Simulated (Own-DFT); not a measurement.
# Computed records: Al$_{3}$GaN$_{4}$ (wurtzite random alloy, strained, atoms displaced)

A calculation, not a measurement: plane-wave PBE density functional theory by an unreviewed code, no spin, of a simulated periodic cell, stress positive in tension, free energy of the whole cell less one offset for each atom, forces on such cells passed a denser k mesh, this cell's mesh not checked; offsets are fitted by least squares, one for each functional and potential file, so energies compare only between cells with the same atoms and settings and are not formation energies; the far tail of each file's local potential was reset to the Coulomb form; each entry is a single point on an unrelaxed cell, so the pressure reflects the starting lattice, mostly measured values, from which strain is counted, and rises with the displacements; printed positions are rounded, which can move forces by about a meV/angstrom; the program is a retired in-house code; no spin-orbit coupling. Program: Own-DFT development build.

Settings shared by all entries: functional PBE; potential files PseudoDojo norm-conserving, scalar-relativistic, standard set with the stringent files for Ga; wave cutoff 96 hartree; occupations Gaussian; smearing width 0.01 eV; k mesh 4 x 4 x 3 centred on Gamma.

(1) Al$_{3}$GaN$_{4}$ (wurtzite random alloy, strained, atoms displaced)

```xyz
72
Lattice="9.2763 0.0000 0.0000 -4.6382 8.0335 0.0000 0.0000 0.0000 10.0655" Properties=species:S:1:pos:R:3 Al3GaN4
Ga     0.0341     1.7830     0.0282
Al     1.5594     1.0005     2.5285
N      0.0229     1.8033     1.9559
N      1.5044     0.9405     4.3855
Al     0.0949     1.7841     4.9625
Al     1.5524     0.8410     7.5405
N      0.0322     1.7404     7.0024
N      1.5828     0.9177     9.4345
Al    -1.5063     4.4495     0.0461
Ga    -0.0224     3.5143     2.5478
N     -1.5764     4.5349     1.8790
N      0.0051     3.5674     4.4066
Al    -1.6616     4.4571     5.0672
Al     0.0113     3.6456     7.6526
N     -1.6210     4.4909     6.9563
N      0.0932     3.6057     9.4233
Ga    -3.0252     7.1847     9.9399
Al    -1.6843     6.3136     2.5245
N     -3.1224     7.1856     1.8947
N     -1.6199     6.2332     4.3900
Al    -3.1011     7.0498     5.0786
Al    -1.4705     6.2837     7.5351
N     -3.1134     7.1791     6.9242
N     -1.5254     6.2981     9.4893
Al     3.0520     1.8560    10.0191
Al     4.6482     0.9322     2.5052
N      3.1331     1.7757     1.9421
N      4.6842     0.9108     4.4147
Al     3.0872     1.9737     5.1305
Al     4.5755     0.9010     7.4503
N      3.1770     1.7562     6.9253
N      4.7276     0.8886     9.3026
Ga     1.6286     4.4519     9.9678
Al     3.1473     3.5528     2.4144
N      1.5763     4.4879     1.9636
N      3.0140     3.5224     4.4033
Al     1.5381     4.5496     5.0930
Ga     2.9797     3.5724     7.4737
N      1.4547     4.5681     6.9693
N      3.1269     3.5324     9.4946
Ga     0.0764     7.1591    10.0501
Al     1.5341     6.2187     2.5352
N     -0.0873     7.2118     1.8799
N      1.5302     6.2172     4.4636
Al    -0.0016     7.1505     5.0608
Ga     1.4874     6.1823     7.5424
N     -0.0588     7.1092     7.0247
N      1.6065     6.2521     9.4817
Al     6.1175     1.8646    10.0607
Al     7.6875     0.8856     2.5126
N      6.2582     1.8351     1.8704
N      7.7177     0.8922     4.4020
Al     6.1629     1.6937     5.0295
Al     7.7627     0.8295     7.5531
N      6.1947     1.7723     6.9531
N      7.7575     0.9062     9.5037
Al     4.7133     4.4780     0.0870
Al     6.2210     3.6161     2.5304
N      4.6872     4.5074     1.8942
N      6.2371     3.5994     4.4915
Al     4.6353     4.4454     4.9800
Ga     6.2525     3.5862     7.6090
N      4.5918     4.4211     7.0006
N      6.2243     3.5520     9.4967
Al     3.0750     7.1739     0.0201
Ga     4.6580     6.1976     2.5768
N      3.1538     7.1225     1.9718
N      4.6213     6.2556     4.4708
Al     3.0659     7.0392     5.0301
Al     4.6148     6.2718     7.5300
N      3.1427     7.1036     7.0412
N      4.6081     6.2110     9.6005
```

```
free energy of cell above offsets : -20.466 eV
pressure                          : 12.49 GPa
stress xx                         : -13.56 GPa
stress yy                         : -15.93 GPa
stress zz                         : -7.99 GPa
stress yz                         : -0.03 GPa
stress xz                         : -0.17 GPa
stress xy                         : 0.59 GPa
```

Force:
```csv
element,x (eV/Å),y (eV/Å),z (eV/Å)
Ga,-0.458,0.099,-0.009
Al,0.183,-2.106,0.146
N,-0.763,-1.545,-0.731
N,2.787,-1.523,0.831
Al,-3.001,0.519,1.763
Al,0.067,1.497,-0.049
N,0.056,1.54,-0.919
N,0.553,0.968,-0.973
Al,0.1,0.889,-0.673
Ga,0.239,2.54,-0.281
N,0.065,-0.229,0.628
N,-0.419,0.986,2.513
Al,3.601,0.642,0.196
Al,-1.578,-1.988,-2.653
N,3.135,1.24,-0.418
N,-2.183,-0.058,1.16
Ga,-1.975,-0.795,2.532
Al,2.034,-0.186,-0.66
N,-0.001,1.297,0.197
N,1.252,0.058,1.05
Al,-0.227,2.467,-0.883
Al,-3.598,-1.483,1.517
N,0.71,-1.552,0.603
N,1.315,-2.49,-1.973
Al,1.784,-2.724,0.843
Al,0.698,-0.523,0.217
N,-0.307,0.832,-1.644
N,-1.897,-0.461,0.269
Al,-0.162,-4.933,-1.703
Al,3.517,-0.611,1.626
N,-3.546,0.678,-0.261
N,-1.586,1.293,1.547
Ga,-0.356,1.064,2.855
Al,-1.001,0.673,1.203
N,0.397,-0.65,-0.863
N,1.122,3.747,-0.573
Al,-1.019,-2.489,-1.406
Ga,1.722,-0.087,1.642
N,-0.06,-4.461,-2.013
N,1.662,1,-0.87
Ga,-0.837,0.612,0.341
Al,-0.352,1.19,-0.504
N,1.256,-0.894,1.805
N,-0.483,1.211,-0.296
Al,-0.967,-0.052,-0.627
Ga,1.491,4.773,2.156
N,1.577,1.872,-2.917
N,0.207,0.194,-0.55
Al,1.369,-2.214,-0.322
Al,1.278,-0.413,0.269
N,-1.656,0.134,0.534
N,0.46,-0.788,0.57
Al,1.764,1.802,0.896
Al,-0.571,1.41,0.521
N,0.184,-1.126,-0.778
N,-1.255,-0.076,-0.686
Al,-0.486,-0.145,-1.895
Al,0.228,-0.572,0.298
N,-0.211,-2.775,1.023
N,-2.95,-1.819,-1.914
Al,-0.27,-0.382,1.352
Ga,-2.458,-1.343,-0.191
N,0.42,1.417,-1.641
N,0.112,1.619,0.787
Al,1.128,-0.154,0.834
Ga,0.345,2.209,-0.653
N,-2.505,0.601,-0.719
N,0.1,-1.158,0.875
Al,0.483,2.544,0.626
Al,1.288,-1.867,1.78
N,-1.733,0.384,-2.291
N,0.181,0.671,-2.468
```

(2) Al$_{3}$GaN$_{4}$ (wurtzite random alloy, strained, atoms displaced)

```xyz
72
Lattice="9.2763 0.0000 0.0000 -4.6382 8.0335 0.0000 0.0000 0.0000 10.0655" Properties=species:S:1:pos:R:3 Al3GaN4
Ga     0.0297     1.9295     0.0715
Al     1.5457     0.9062     2.4854
N      0.0032     1.8461     1.9374
N      1.6789     0.9809     4.4394
Al     0.0521     1.8016     4.9342
Ga     1.5551     0.8829     7.6029
N      0.0447     1.8816     6.9550
N      1.5223     0.8976     9.4685
Al    -1.5833     4.4635     0.0331
Al    -0.0256     3.5729     2.4532
N     -1.4604     4.4874     1.9624
N      0.0563     3.6001     4.3851
Al    -1.6096     4.4617     4.9361
Al     0.0348     3.6372     7.4762
N     -1.6102     4.3978     6.8836
N     -0.0240     3.5324     9.4227
Al    -3.1510     7.2583     0.0276
Al    -1.5792     6.2625     2.5747
N     -3.0187     7.1009     1.9128
N     -1.5448     6.2555     4.4144
Al    -3.0882     7.1833     5.1342
Ga    -1.5769     6.2807     7.5428
N     -3.0781     7.2252     6.9411
N     -1.4744     6.2894     9.4254
Al     3.1804     1.7469     0.0315
Al     4.6407     0.8749     2.4474
N      3.0892     1.7792     1.9149
N      4.7362     0.8665     4.4274
Al     3.0917     1.8340     5.1452
Al     4.7121     1.0138     7.5034
N      3.0493     1.7403     6.9812
N      4.6093     0.9041     9.5119
Al     1.4728     4.4142     0.0331
Al     3.0911     3.5419     2.4502
N      1.4335     4.4867     1.9537
N      3.1519     3.5103     4.3922
Al     1.6099     4.4078     5.1180
Ga     3.0989     3.5856     7.5899
N      1.5300     4.4740     6.9100
N      3.1398     3.5280     9.4275
Al    -0.0134     7.1750     0.0558
Al     1.5351     6.2883     2.5625
N     -0.0022     7.1293     1.9634
N      1.5660     6.2405     4.3135
Ga    -0.0689     7.0915     4.9933
Al     1.5311     6.2663     7.5276
N      0.0796     7.1897     7.0138
N      1.6103     6.1890     9.4673
Al     6.2516     1.8509    10.0557
Al     7.6401     0.9145     2.5014
N      6.1202     1.7873     2.0110
N      7.7777     0.8081     4.4057
Al     6.2055     1.7413     5.0880
Ga     7.8135     0.9181     7.5181
N      6.1746     1.7968     7.0229
N      7.6459     0.8918     9.4696
Ga     4.6925     4.4834    10.0449
Al     6.1124     3.6061     2.5539
N      4.6219     4.5265     1.9035
N      6.1526     3.5394     4.3877
Al     4.6348     4.4555     4.9245
Al     6.2231     3.5501     7.5636
N      4.6488     4.4595     6.8943
N      6.1445     3.6470     9.4317
Ga     3.0732     7.1844     0.0687
Ga     4.6058     6.2218     2.4929
N      3.1675     7.1220     1.9023
N      4.6558     6.2186     4.4147
Al     3.1329     7.0866     5.0016
Al     4.6372     6.2220     7.5539
N      3.1300     7.1568     6.9334
N      4.6856     6.2273     9.4375
```

```
free energy of cell above offsets : -21.860 eV
pressure                          : 11.79 GPa
stress xx                         : -12.41 GPa
stress yy                         : -13.88 GPa
stress zz                         : -9.08 GPa
stress yz                         : 0.63 GPa
stress xz                         : -0.39 GPa
stress xy                         : -0.27 GPa
```

Force:
```csv
element,x (eV/Å),y (eV/Å),z (eV/Å)
Ga,-0.631,-3.802,-0.619
Al,0.309,-0.41,1.057
N,-0.619,-1.744,0.955
N,-2.093,-1.857,-0.735
Al,-0.234,0.101,0.949
Ga,-0.992,1.25,0.137
N,0.052,-0.376,-1.614
N,0.856,1.113,1.465
Al,0.827,1.385,-0.372
Al,0.831,0.288,2.499
N,-3.205,-0.002,-1.048
N,-1,-0.185,0.393
Al,1.356,-0.586,0.898
Al,-1.55,-0.524,0.706
N,1.363,0.949,-0.442
N,-0.53,3.593,-1.155
Al,1.168,-2.613,-0.151
Al,1.39,-0.341,-0.754
N,-1.256,1.713,-0.512
N,-2.701,-0.957,0.219
Al,-0.009,0.178,-2.292
Ga,1.293,-0.628,0.055
N,-1.435,-2.259,-0.238
N,-1.593,-0.62,1.839
Al,-2.128,1.069,-0.311
Al,-0.936,-0.136,2.059
N,0.114,-0.078,-0.668
N,-1.635,1.007,-0.131
Al,1.867,-0.836,-1.389
Al,-2.651,-2.801,1.801
N,2.251,1.035,-0.514
N,2.34,-0.048,-0.882
Al,1.545,0.963,-0.135
Al,-1,0.849,0.901
N,2.589,-0.151,-1.356
N,-0.776,1.002,-0.053
Al,-0.417,0.843,-3.127
Ga,0.128,-0.158,-0.865
N,0.347,0.991,0.728
N,-1.538,-0.109,2.384
Al,1.058,-0.889,-0.753
Al,0.304,-0.898,-2.036
N,-0.233,0.276,-0.772
N,0.859,-0.929,3.294
Ga,2.741,1.206,1.336
Al,1.301,0.021,1.072
N,-1.138,0.505,-1.068
N,-1.807,0.052,-0.297
Al,-2.195,-0.321,0.624
Al,1.713,-0.577,0.689
N,1.104,1.338,-2.313
N,-0.027,1.467,0.218
Al,0.492,0.089,-0.681
Ga,-0.386,-0.159,0.693
N,1.529,1.167,-1.884
N,1.562,1.141,0.093
Ga,-2.297,0.484,0.697
Al,1.198,-0.4,-0.703
N,-0.05,-3.075,-0.008
N,0.467,-0.168,0.537
Al,0.144,-0.299,1.697
Al,-1.172,0.859,-0.499
N,0.807,0.155,-0.33
N,2.932,-2.149,-0.058
Ga,0.491,-1.215,-1.706
Ga,1.811,1.442,1.205
N,-2.874,1.855,1.206
N,0.823,0.673,0.831
Al,-0.884,0.215,0.428
Al,0.19,0.31,-0.17
N,-0.26,-1.221,-0.667
N,0.1,1.932,-0.359
```

(3) Al$_{3}$GaN$_{4}$ (wurtzite random alloy, strained, atoms displaced)

```xyz
72
Lattice="9.2763 0.0000 0.0000 -4.6382 8.0335 0.0000 0.0000 0.0000 10.0655" Properties=species:S:1:pos:R:3 Al3GaN4
Al     0.0917     1.7902    10.0106
Ga     1.5806     0.8992     2.4367
N     -0.0472     1.8027     1.8181
N      1.4634     0.8149     4.4000
Al     0.0924     1.7915     5.0842
Ga     1.5589     0.9883     7.4898
N     -0.0265     1.7201     6.9984
N      1.5795     0.9427     9.4345
Al    -1.5874     4.4329     0.0088
Al    -0.0479     3.5135     2.5664
N     -1.5201     4.4682     1.9270
N      0.0357     3.6605     4.4546
Al    -1.5408     4.3940     5.0692
Al    -0.0823     3.6130     7.5669
N     -1.5744     4.4080     6.9207
N      0.0170     3.5624     9.5718
Al    -3.0597     7.0493    10.0549
Al    -1.4843     6.2917     2.6099
N     -3.0785     7.1573     1.9186
N     -1.5122     6.2111     4.5249
Al    -3.0782     7.0954     5.0056
Al    -1.5401     6.1687     7.4852
N     -3.0311     7.0746     6.9706
N     -1.5642     6.2398     9.4550
Al     3.1188     1.9179     0.0415
Ga     4.6269     0.8781     2.5494
N      3.0708     1.8016     1.8724
N      4.6052     0.8754     4.5331
Al     3.0118     1.8270     5.0400
Al     4.6786     0.9644     7.5295
N      3.0729     1.8203     6.8650
N      4.6451     0.8828     9.5368
Al     1.5744     4.4874     9.9535
Al     3.0835     3.4868     2.4577
N      1.5332     4.3306     2.0019
N      2.9912     3.4782     4.4263
Al     1.5631     4.4322     5.1168
Al     3.1083     3.6465     7.4688
N      1.5843     4.4938     6.9697
N      3.1408     3.6480     9.4947
Ga     0.0318     7.0995    10.0347
Al     1.5007     6.1843     2.5486
N      0.1238     7.1279     1.8316
N      1.5659     6.1260     4.4594
Al    -0.0737     7.1755     5.1129
Al     1.5049     6.2809     7.6057
N      0.0751     7.1444     6.8866
N      1.5678     6.2775     9.5337
Ga     6.1833     1.7900     0.0525
Ga     7.8274     0.8281     2.5762
N      6.2864     1.7504     1.8494
N      7.7526     0.9380     4.4823
Al     6.1226     1.8602     5.0929
Al     7.6043     0.8004     7.6308
N      6.1727     1.8373     6.9724
N      7.7203     0.8227     9.4467
Al     4.6492     4.5222     0.0188
Al     6.1394     3.6036     2.4673
N      4.7149     4.4280     1.9167
N      6.2071     3.6453     4.4844
Al     4.6021     4.4018     4.9703
Al     6.1640     3.5619     7.5439
N      4.5731     4.3827     6.9221
N      6.2731     3.5598     9.3922
Ga     3.1112     7.1578    10.0415
Al     4.6770     6.1875     2.4571
N      3.0296     7.1098     1.9382
N      4.5405     6.2561     4.4269
Ga     3.0753     7.1041     4.9437
Ga     4.6211     6.2454     7.6321
N      3.0307     7.1511     6.9062
N      4.5519     6.3457     9.5090
```

```
free energy of cell above offsets : -20.983 eV
pressure                          : 11.94 GPa
stress xx                         : -14.88 GPa
stress yy                         : -12.85 GPa
stress zz                         : -8.1 GPa
stress yz                         : 0.28 GPa
stress xz                         : -0.03 GPa
stress xy                         : 1.18 GPa
```

Force:
```csv
element,x (eV/Å),y (eV/Å),z (eV/Å)
Al,-1.848,-0.615,0.344
Ga,-2.019,0.413,0.9
N,1.268,0.039,0.395
N,1.796,0.679,0.462
Al,-2.287,0.274,0.061
Ga,0.257,-2.313,1.549
N,-1.926,2.013,-0.794
N,1.161,-0.977,1.011
Al,1.829,0.695,0.881
Al,0.677,0.462,-0.543
N,-1.002,0.632,0.249
N,-0.653,-2.221,0.366
Al,0.762,1.003,-0.464
Al,1.782,-1.728,0.673
N,-0.077,0.468,0.33
N,-0.408,1.01,-2.36
Al,-0.381,2.691,0.08
Al,0.106,-0.841,-1.165
N,0.592,-2.096,-0.601
N,-0.661,0.169,-1.146
Al,-1.306,-0.302,0.909
Al,0.593,1.292,0.935
N,-0.653,0.577,-1.109
N,0.117,-1.542,-1.192
Al,-0.19,-2.308,-1.552
Ga,1.362,0.029,-0.246
N,1.601,-0.2,-0.098
N,-0.194,1.061,-0.748
Al,0.299,-2.421,-0.472
Al,-1.621,-1.071,0.873
N,1.74,0.847,0.911
N,-1.296,1.254,-2.23
Al,-0.657,-0.427,2.474
Al,-0.325,1.984,1.471
N,0.119,1.565,-1.809
N,1.812,1.584,-0.974
Al,-0.301,0.59,-0.958
Al,-1.384,-2.078,1.817
N,-1.735,-0.197,0.924
N,0.151,-0.107,-1.208
Ga,-1.433,0.943,0.343
Al,1.363,-1.069,0.374
N,-2.413,-0.342,2.56
N,-2.13,1.564,-0.822
Al,2.145,-1.253,-1.404
Al,1.27,-0.37,-0.637
N,-1.683,0.436,2.482
N,0.032,-1.958,-2.552
Ga,0.696,-0.509,-1.499
Ga,-0.988,0.48,-0.076
N,-1.528,1.565,3.279
N,-0.649,1.125,0.506
Al,1.391,-1.118,-0.749
Al,1.717,1.203,-1.472
N,0.244,-0.66,-0.365
N,0.897,2.715,-0.348
Al,0.722,-0.48,-0.562
Al,3.37,-1.987,1.369
N,-2.545,0.423,-0.944
N,-1.252,-1.326,-1.493
Al,-0.753,1.225,0.687
Al,-0.321,0.526,-0.058
N,2.534,1.378,-0.779
N,-2.175,1.199,0.498
Ga,-2.31,0.935,2.98
Al,-1.32,1.556,1.284
N,1.384,-1.747,0.147
N,3.985,-2.42,-1.49
Ga,-1.596,1.644,1.658
Ga,-0.179,0.311,-2.106
N,0.042,-0.649,1.236
N,4.388,-3.229,0.007
```
